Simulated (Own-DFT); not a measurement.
# Computed records: Hf36O71 (tetragonal hafnia with one neutral oxygen vacancy, atoms displaced)

Computed with Own-DFT development build. A calculation, not a measurement: plane-wave PBE and HSE06 DFT by an unreviewed code, no spin, of a simulated cell at Gamma alone, so results move with cell size and shape, stress positive in tension, energies less offsets, not probed for a lower state with spin; hafnium file: forces about 75 meV/angstrom off all-electron values; oxygen file: force components 24 meV/angstrom off all-electron in a glass; k mesh not checked against a denser one; forces and stress are PBE's, HSE06 gives the energy alone, and its difference from PBE has offsets of its own; offsets are fitted by least squares, one for each functional and potential file, so energies compare only between cells with the same atoms and settings and are not formation energies; the far tail of each file's local potential was reset to the Coulomb form; each entry is a single point on an unrelaxed cell, so the pressure reflects the starting lattice, taken from the Materials Project, from which strain is counted, and rises with the displacements; printed positions are rounded, which can move forces by about a meV/angstrom; the program is a retired in-house code; no spin-orbit coupling.

```xyz
107
Lattice="10.7800 0.0000 0.0000 0.0000 10.7800 0.0000 0.0000 0.0000 10.4493" Properties=species:S:1:pos:R:3:force_x:R:1:force_y:R:1:force_z:R:1 formula=Hf36O71 first_functional=PBE second_functional=HSE06 exact_exchange_share=0.25 screening=0.11 exchange_divergence=Gygi-Baldereschi potential_files=PseudoDojo_norm-conserving,scalar-relativistic,made_for_PBE,standard_set wave_cutoff=48 occupations=fixed k_mesh=1_x_1_x_1_centred_on_Gamma PBE_energy_of_cell_above_offsets=-101.068 HSE06_less_PBE_above_offsets=-0.137 PBE_pressure=0.76 PBE_stress_xx=-0.2 PBE_stress_yy=-0.6 PBE_stress_zz=-1.49 PBE_stress_yz=-0.54 PBE_stress_xz=-0.05 PBE_stress_xy=0.02
Hf     0.0464    10.7502     0.0241     -1.558      0.194     -0.752
Hf     1.8152     1.7973     2.5898     -0.211      0.165      0.457
O      0.0017     1.8361     1.5823     -0.067     -0.179      0.369
O      1.7570    10.7390     3.6694       0.18      0.904     -0.641
O      0.0212     1.7872     4.2406     -0.185      0.451     -0.268
O      1.7998     0.0008     1.0239      0.427      0.327      0.329
Hf     0.0153    10.7476     5.1948     -0.135      0.068      0.597
Hf     1.7532     1.8228     7.9027       0.48     -0.819     -1.466
O     10.7228     1.7513     6.8722      0.641      0.203     -0.931
O      1.7671     0.0078     8.8378      0.148     -0.075        0.7
O     10.7736     1.8472     9.3855      0.289     -0.905      0.584
O      1.7906     0.0943     6.2757     -0.287     -0.635     -0.362
Hf    10.7604     3.5749    10.4096       0.05      0.281      0.609
Hf     1.7736     5.3960     2.6450       0.51      0.138     -0.339
O      0.0016     5.4354     1.6020     -0.532     -0.213      0.075
O      1.8245     3.6285     3.6963     -0.323     -0.862     -0.914
O      0.0018     5.4151     4.1911     -0.329     -0.875     -0.129
O      1.7630     3.5941     1.0113      0.624     -0.083     -0.029
Hf     0.0024     3.5772     5.2302      0.718       0.33     -0.024
Hf     1.7874     5.3930     7.8434      0.114     -0.061     -0.773
O     10.7687     5.4421     6.7697     -0.299     -0.207      0.646
O      1.8083     3.5634     8.8670       0.12      1.105      0.078
O      0.0369     5.4095     9.4022     -0.215     -0.695      0.011
O      1.7885     3.6109     6.2028     -0.649     -0.281       0.75
Hf     0.0220     7.1678    10.4217     -0.541      0.515      0.483
Hf     1.7606     8.9605     2.6238      1.054     -0.081      0.039
O      0.0412     8.9602     1.5684     -0.861      0.201      0.073
O      1.8319     7.1939     3.6147     -0.176     -0.432     -0.061
O      0.0611     8.9687     4.1977     -0.507     -0.394     -0.024
O      1.7754     7.1728     1.0087      0.508     -0.074     -0.127
Hf    10.7150     7.1700     5.2053      1.434      0.324       0.28
Hf     1.8246     9.0100     7.8391     -0.315     -0.332     -0.302
O      0.0368     8.9711     6.8042     -0.112      0.318     -0.144
O      1.7598     7.1768     8.8488      0.443      0.456       -0.1
O     10.7712     8.9946     9.4246      0.328     -0.281      0.063
O      1.8451     7.1791     6.1991     -1.493     -0.097      0.629
Hf     3.5707     0.0082    10.4300      0.953     -0.454      0.626
Hf     5.3958     1.8240     2.6230     -0.143     -1.137      0.385
O      3.6113     1.8287     1.5872      -0.26      0.148     -0.123
O      5.4166    10.7683     3.6695     -0.038      0.421     -1.037
O      3.6077     1.7623     4.1562     -0.223      0.591     -0.086
O      5.3835     0.0163     0.9911     -0.471      -0.16      0.475
Hf     3.5584     0.0068     5.1939      0.469     -0.095      0.487
Hf     5.3845     1.8333     7.8114     -0.076     -0.816     -0.283
O      3.5751     1.7721     6.8084      0.162      0.412      0.419
O      5.4980     0.0053     8.8830     -0.651     -0.035     -0.851
O      3.5969     1.7687     9.4333     -0.019      0.425     -0.159
O      5.3786    10.7728     6.1981      0.351     -0.313      0.436
Hf     3.6227     3.5792    10.4439     -0.698     -0.033      0.381
Hf     5.4366     5.3890     2.6137     -1.591      0.628      0.658
O      3.5969     5.3746     1.6166      0.257      0.155     -0.134
O      5.3928     3.6061     3.6628      0.404     -0.109     -0.436
O      3.6144     5.3664     4.2217      0.064      0.705     -0.013
O      5.4146     3.6101     1.0188     -0.237       0.02      0.244
Hf     3.5748     3.5935     5.1815      0.306      0.156      0.713
Hf     5.4078     5.4282     7.8644     -1.225     -0.508     -0.684
O      3.5941     5.3378     6.8241     -0.151      0.101      0.761
O      5.3949     3.5903     8.8265     -0.287      0.268      0.548
O      3.5928     5.3797     9.4665      0.033     -0.062     -0.281
O      5.3817     3.6139     6.2529      0.594     -0.223     -0.386
Hf     3.5766     7.1443     0.0225      0.311      0.894      0.525
Hf     5.4257     9.0043     2.5887     -0.516      0.176          0
O      3.6151     8.9445     1.6081     -0.595      0.209       0.09
O      5.3802     7.2299     3.6267      0.429     -0.645     -0.004
O      3.5810     8.9908     4.2136     -0.005      0.182     -0.152
O      5.4109     7.2599     1.0185     -0.278     -0.811     -0.184
Hf     3.5785     7.2388     5.2570     -0.276     -0.649     -1.413
Hf     5.3743     9.0174     7.8246      0.646      0.588      0.228
O      3.5848     8.9807     6.7534     -0.104      0.219          1
O      5.3693     7.2148     8.8437     -0.106     -0.239       0.01
O      3.6057     9.0027     9.4620      -0.28     -0.301     -0.721
O      5.3050     7.1747     6.2498       1.82      0.009      0.355
Hf     7.1997     0.0226     0.0355       0.19     -0.536     -1.291
Hf     8.9603     1.8265     2.6301      0.202     -1.177     -0.859
O      7.1644     1.7348     1.5962      0.441      0.358       0.35
O      9.0130    10.7746     3.5830       -0.1     -0.043      0.621
O      7.1866     1.7835     4.2159      0.281      0.375     -0.336
O      9.0007    10.7614     1.0140      0.533      0.117      0.171
Hf     7.2452    10.7545     5.2174      -0.51      0.141      0.283
Hf     8.9796     1.8284     7.7852     -0.999     -1.255      1.379
O      7.1649     1.7847     6.7432      0.602     -0.039      0.531
O      8.9693     0.0032     8.8817      0.103      0.075     -1.552
O      7.1886     1.8057     9.4625     -0.031      0.938     -0.026
Hf     7.1771     3.6441     0.0273      0.444     -1.537     -0.648
Hf     8.9799     5.3578     2.6597      0.688      0.821     -1.348
O      7.1815     5.3963     1.6405      0.399     -0.214      -0.73
O      8.9286     3.5913     3.5949       0.12       0.03       0.98
O      7.1809     5.4417     4.2031     -0.021     -1.114       0.03
O      8.9632     3.5839     1.0354      0.069      0.166     -0.093
Hf     7.1944     3.5914     5.2060     -1.027     -0.572      0.338
Hf     8.9260     5.4085     7.8427      1.265     -0.222     -0.077
O      7.1702     5.4171     6.8214      0.231      0.236     -0.316
O      8.9884     3.5950     8.8752     -0.135      0.913     -0.442
O      7.1265     5.3704     9.4043      0.324      0.328       0.01
O      8.9830     3.6098     6.2067     -0.171      0.122       0.36
Hf     7.1722     7.1575    10.4374      0.206      1.563      0.072
Hf     8.9432     8.9465     2.5729      0.541      0.383     -0.365
O      7.2253     8.9713     1.5262     -0.672      0.331      0.722
O      8.9485     7.1572     3.5788      0.354      0.421      0.812
O      7.1934     8.9865     4.1816      0.322     -0.495      0.044
O      8.9475     7.2077     1.0120      0.603      -0.26     -0.376
Hf     7.1229     7.1530     5.2192     -0.217      1.363      0.045
Hf     8.9973     8.9144     7.7638      0.115      1.759        1.3
O      7.2356     8.9797     6.8018     -1.071      0.299     -0.259
O      8.9842     7.2057     8.8372      0.014     -1.373     -0.011
O      7.2082     8.9300     9.4386     -0.204      0.272     -0.131
O      8.9835     7.2225     6.2208     -0.724     -0.282      0.027
```

Units: screening in 1/bohr; wave_cutoff in hartree; PBE_energy_of_cell_above_offsets, HSE06_less_PBE_above_offsets in eV; PBE_pressure, PBE_stress_xx, PBE_stress_yy, PBE_stress_zz, PBE_stress_yz, PBE_stress_xz, PBE_stress_xy in GPa; force_x, force_y, force_z in eV/Å.
